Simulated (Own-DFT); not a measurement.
Simulation results for AlGa₃N₄ (wurtzite random alloy, strained, atoms displaced)

A calculation, not a measurement: plane-wave PBEsol density functional theory by an unreviewed code, no spin, of a simulated periodic cell, stress positive in tension, free energy of the whole cell less one offset for each atom, forces on such cells passed a denser k mesh, this cell's mesh not checked; offsets are fitted by least squares, one for each functional and potential file, so energies compare only between cells with the same atoms and settings and are not formation energies; the far tail of each file's local potential was reset to the Coulomb form; each entry is a single point on an unrelaxed cell, so the pressure reflects the starting lattice, mostly measured values, from which strain is counted, and rises with the displacements; printed positions are rounded, which can move forces by about a meV/angstrom; the program is a retired in-house code; no spin-orbit coupling. Program: Own-DFT development build.

## AlGa₃N₄ (wurtzite random alloy, strained, atoms displaced)

```
AlGa3N4
1.0
      9.2715     0.0000     0.0000
     -4.6358     8.0294     0.0000
      0.0000     0.0000    10.2685
Al Ga N Ga N Ga N Ga N Al N Ga N Al Ga N Ga N Ga N Ga N Ga Al N Ga Al N Ga N Ga N Ga Al N Ga N Ga Al N Al Ga N
1 1 2 2 2 2 2 2 2 2 2 2 2 1 1 2 2 2 2 2 2 2 1 1 2 1 1 2 2 2 2 2 1 1 2 2 2 1 1 2 1 1 2
Direct
  0.11008 0.21486 0.00190
  0.22726 0.12072 0.23798
  0.10073 0.22186 0.18223
  0.22011 0.10610 0.43608
  0.11315 0.22180 0.50150
  0.23099 0.11754 0.74900
  0.11343 0.21949 0.69396
  0.21822 0.11109 0.93865
  0.10871 0.55721 0.00726
  0.22138 0.45000 0.24771
  0.10579 0.55073 0.18650
  0.20895 0.44298 0.44914
  0.11573 0.56061 0.50654
  0.22145 0.44562 0.75207
  0.11347 0.54913 0.68957
  0.22607 0.44463 0.93778
  0.10586 0.89039 0.99575
  0.23057 0.79370 0.25452
  0.12583 0.89851 0.18708
  0.22024 0.77417 0.44061
  0.11155 0.87850 0.50151
  0.21393 0.76621 0.75046
  0.10341 0.88815 0.68545
  0.22501 0.77885 0.93844
  0.44316 0.22957 0.00361
  0.54991 0.10490 0.24227
  0.44487 0.22616 0.18057
  0.56157 0.11220 0.43844
  0.45070 0.21912 0.49294
  0.56551 0.12426 0.74547
  0.43159 0.23812 0.68302
  0.55865 0.10947 0.93089
  0.44643 0.55324 0.99370
  0.55984 0.44514 0.24626
  0.45655 0.55689 0.18598
  0.56177 0.44936 0.43548
  0.43946 0.54705 0.50044
  0.55936 0.44155 0.75072
  0.44922 0.55648 0.68453
  0.55265 0.44284 0.94296
  0.44366 0.88339 0.00217
  0.55492 0.77287 0.24115
  0.43841 0.88926 0.18987
  0.56655 0.79037 0.43462
  0.44193 0.89763 0.49334
  0.55991 0.78678 0.74893
  0.43254 0.88824 0.68896
  0.55857 0.77250 0.93651
  0.77312 0.22613 0.99338
  0.89200 0.11264 0.25241
  0.77045 0.21913 0.18972
  0.89444 0.11220 0.44182
  0.77245 0.22187 0.49951
  0.88446 0.10680 0.75027
  0.78540 0.21917 0.68519
  0.89185 0.11231 0.94080
  0.77833 0.55662 0.00099
  0.88568 0.44062 0.25421
  0.77057 0.55771 0.18308
  0.88709 0.44884 0.43815
  0.77486 0.55451 0.49710
  0.88737 0.44237 0.74433
  0.76611 0.54228 0.69317
  0.87792 0.43237 0.93999
  0.78052 0.88692 0.00230
  0.87438 0.77685 0.25865
  0.77498 0.89009 0.19165
  0.88707 0.77203 0.44251
  0.77369 0.88962 0.50823
  0.88611 0.77362 0.74535
  0.79044 0.89628 0.68471
  0.88491 0.77332 0.94754
```

```
functional                        : PBEsol
potential files                   : PseudoDojo norm-conserving, scalar-relativistic, made for PBE, standard set
wave cutoff                       : 42 hartree
occupations                       : Fermi-Dirac
smearing width                    : 0.1 eV
hardware                          : one NVIDIA H200
k mesh                            : 4 x 4 x 3 centred on Gamma
free energy of cell above offsets : -2.983 eV
pressure                          : 14.01 GPa
stress xx                         : -17.76 GPa
stress yy                         : -17.86 GPa
stress zz                         : -6.41 GPa
stress yz                         : 0.45 GPa
stress xz                         : 0.38 GPa
stress xy                         : -1.18 GPa
wall time                         : 731.8 s
```

Force:
```tsv
element	x (eV/Å)	y (eV/Å)	z (eV/Å)
Al	-1.123	1.558	-0.99
Ga	-1.026	-0.651	1.912
N	1.741	1.065	-0.105
N	0.659	0.373	-0.72
Ga	0.405	-0.648	1.049
Ga	-1.972	-2.139	1.126
N	-1.152	0.482	-0.82
N	1.218	-0.143	0.47
Ga	0.293	-0.717	-1.631
Ga	1.014	-0.533	0.797
N	-1.032	1.741	1.855
N	2.434	0.009	-2.505
Ga	-1.476	-0.713	-0.229
Ga	1.903	-0.943	0.35
N	-1.826	0.392	-0.26
N	-1.169	-0.982	0.746
Al	1.479	-0.193	0.978
Al	-1.136	-2.471	-0.21
N	-2.127	-1.648	-0.644
N	0.679	0.348	-1.928
Ga	-1.716	1.71	-0.092
Ga	-0.498	1.611	0.679
N	1.561	-0.22	0.741
N	-1.633	-0.125	0.058
Al	0.703	-1.63	-1.731
Ga	0.095	1.566	0.998
N	0.807	-0.08	0.35
N	-1.068	0.133	-1.689
Ga	-2.242	0.894	0.67
Ga	-1.787	-1.4	0.096
N	4.201	-1.627	-1.529
N	-2.219	0.004	0.88
Ga	-0.807	0.137	1.046
Ga	-0.313	-0.616	1.106
N	-2.561	0.202	-0.147
N	-1.124	-1.431	-0.706
Ga	-0.239	1.468	-0.271
Ga	-2.695	0.848	1.717
N	-0.432	1.513	1.129
N	1.207	-0.783	-1.244
Ga	0.114	0.744	-0.836
Al	-0.579	1.035	1.764
N	1.694	-1.801	-0.359
N	-0.903	-1.43	-0.611
Ga	1.615	-1.921	1.664
Al	-0.211	-0.935	-0.502
N	2.031	0.83	-0.567
N	-0.5	1.23	-0.886
Ga	1.412	-2.698	2.145
Ga	-1.51	-0.335	0.737
N	0.688	1.073	-0.256
N	-1.105	-0.908	-0.2
Ga	2.538	0.722	-0.194
Ga	2.004	1.031	1.357
N	-1.552	0.712	-0.5
N	-0.119	-0.157	-0.25
Ga	-0.032	-1.112	-0.006
Al	-0.544	0.471	-0.818
N	2.837	0.895	1.621
N	0.98	-0.561	-0.421
Ga	0.238	-0.004	1.365
Ga	0.664	-0.154	1.427
N	2.121	2.184	-1.701
N	0.769	3.797	-1.655
Ga	-0.875	0.872	0.377
Al	2.122	0.076	-0.802
N	0.184	-0.457	-0.304
N	-1.209	1.565	-0.717
Al	1.174	0.384	-1.843
Ga	-0.077	-0.419	1.37
N	-2.22	-1.967	0.46
N	1.223	0.876	-2.159
```
